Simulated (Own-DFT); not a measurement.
# Strain and stress in 4H SiC, 72 atoms (C36Si36)

All numbers below are calculated, not measured. They come from Own-DFT, an in-house plane-wave density functional program, since retired, whose code no person has reviewed. Each row is one single-point run on a periodic cell that was not relaxed, without spin or spin-orbit coupling.

Settings of every run: PBE; PseudoDojo norm-conserving scalar-relativistic files; cutoff 42 hartree; 4 x 4 x 3 k mesh centred on Gamma; Fermi-Dirac smearing of 0.1 eV.

Known limits: forces on such cells passed a denser k mesh, each cell not checked; stress not checked against mesh or cutoff.

Unstrained cell vectors in Å: (9.248, 0.000, 0.000); (-4.624, 8.009, 0.000); (0.000, 0.000, 10.068). The unstrained cell has measured lattice constants (interpolated for alloys), not those of this functional. That, the random moves and any unrelaxed bonds set the pressure at no strain. Each run strains this cell uniformly, with the atoms carried along. Every atom was also moved at random, by a Gaussian of width 0.05 Å on each axis. Strain is the symmetric tensor, in per cent. Stress is positive in tension, and the pressure is minus a third of its trace.

| run | e_xx (%) | e_yy (%) | e_zz (%) | e_yz (%) | e_xz (%) | e_xy (%) | s_xx (GPa) | s_yy (GPa) | s_zz (GPa) | s_yz (GPa) | s_xz (GPa) | s_xy (GPa) | P (GPa) | E (meV/atom) |
|---|---|---|---|---|---|---|---|---|---|---|---|---|---|---|
| 1 | 1.40 | 1.94 | -1.84 | -0.22 | -0.65 | 0.91 | 4.63 | 4.47 | -16.95 | -0.63 | -2.88 | 4.01 | 2.62 | 25.0 |
| 2 | -1.26 | 0.18 | -1.31 | 1.11 | 0.29 | -0.44 | -13.57 | -5.88 | -13.78 | 3.00 | 1.19 | -1.27 | 11.08 | 35.0 |
| 3 | 0.72 | 1.75 | -0.28 | -0.49 | 0.29 | -0.53 | 0.61 | 4.14 | -5.34 | -1.95 | 0.74 | -1.60 | 0.20 | 2.8 |
| 4 | -1.95 | -0.21 | -0.54 | 1.58 | 0.60 | -0.22 | -17.87 | -8.48 | -9.49 | 6.58 | 1.71 | 0.39 | 11.94 | 34.3 |
| 5 | -0.89 | -1.54 | 1.20 | 0.07 | 0.28 | -0.32 | -12.32 | -13.64 | 0.06 | -0.17 | 0.80 | -0.36 | 8.63 | 27.0 |
| 6 | -1.33 | 1.02 | -0.12 | -1.87 | 1.34 | -0.68 | -11.89 | -1.03 | -6.02 | -5.92 | 5.45 | -4.14 | 6.31 | 15.1 |
| 7 | 1.44 | 0.83 | 0.45 | 1.95 | -0.30 | 1.11 | 4.03 | 0.87 | -2.51 | 5.78 | -0.84 | 4.93 | -0.80 | 0.9 |
| 8 | 1.49 | -0.52 | -0.11 | -1.09 | 0.47 | -0.89 | 1.95 | -4.74 | -8.35 | -3.16 | 1.64 | -4.75 | 3.71 | 29.2 |
| 9 | -1.81 | -0.14 | 0.65 | -0.96 | 0.63 | -0.70 | -18.35 | -6.74 | -2.74 | -2.69 | 2.81 | -2.92 | 9.28 | 41.2 |
| 10 | -1.72 | -1.19 | 1.03 | -1.18 | -0.21 | -1.56 | -18.28 | -12.08 | -0.78 | -5.05 | -1.23 | -10.20 | 10.38 | 40.8 |
| 11 | 1.22 | -1.89 | -1.84 | 0.71 | 1.61 | -1.24 | 0.86 | -17.28 | -19.55 | 2.79 | 4.74 | -6.41 | 11.99 | 56.9 |
| 12 | 0.00 | -0.49 | -1.36 | 0.20 | 0.46 | -1.19 | -5.98 | -8.20 | -14.82 | 0.89 | 1.97 | -6.91 | 9.67 | 15.9 |
| 13 | -0.53 | 1.99 | 0.22 | 1.63 | -1.12 | 1.98 | -6.57 | 4.25 | -4.12 | 5.99 | -3.80 | 8.78 | 2.15 | 43.5 |
| 14 | 1.19 | 0.96 | 1.53 | -0.31 | -0.92 | -1.55 | 3.48 | 2.20 | 2.27 | -0.78 | -2.75 | -6.63 | -2.65 | 0.0 |
| 15 | 0.60 | 1.94 | -1.08 | 1.33 | -1.22 | -0.67 | -0.11 | 5.87 | -11.73 | 4.81 | -3.92 | -2.20 | 1.99 | 9.9 |
| 16 | 1.71 | 1.65 | -1.67 | -1.84 | -1.09 | -0.30 | 6.44 | 4.64 | -16.60 | -6.05 | -3.20 | -1.27 | 1.84 | 22.4 |
| 17 | -0.57 | 1.59 | -1.35 | -1.23 | 0.06 | 1.67 | ? | ? | ? | ? | ? | ? | ? | ? |

E is the free energy for each atom above the lowest run shown.

## Worked fit

Each stress component was fitted by least squares to a constant and the strains of the runs shown, as fractions, with shears doubled. Shear strains stay in the fit of a normal stress only where such slopes are resolved. The slopes, in GPa:

| stress | at no strain | per e_xx | per e_yy | per e_zz | scatter |
|---|---|---|---|---|---|
| s_xx | -5.7 | 626 ± 16 | 102 ± 15 | 0 ± 18 | 0.74 |
| s_yy | -5.1 | 94 ± 19 | 538 ± 19 | 81 ± 23 | 0.92 |
| s_zz | -6.5 | -26 ± 15 | 76 ± 15 | 605 ± 18 | 0.73 |

Each shear stress against twice its own strain: yz 171 ± 9, xz 176 ± 11, xy 221 ± 23 GPa. These are stiffnesses along x, y and z of the frame in which the cell vectors are given, which need not be the crystal's axes. The atoms are held to the strained lattice; where symmetry lets them move under strain, relaxing them would lower some slopes. The table should be nearly symmetric about its diagonal, and what it lacks of that shows the noise. A ninth of its sum, 233 ± 4 GPa, estimates the bulk modulus near the mean pressure of these runs, 5.5 GPa, so it lies above the value at zero pressure.

## Withheld run

Question: what normal stresses and pressure should run 17 give?

The fit gives s_xx = -7.6, s_yy = 1.8, s_zz = -13.3 and P = 6.4 GPa. The calculation gave -6.82, 0.90, -13.21 and P = 6.38 GPa.
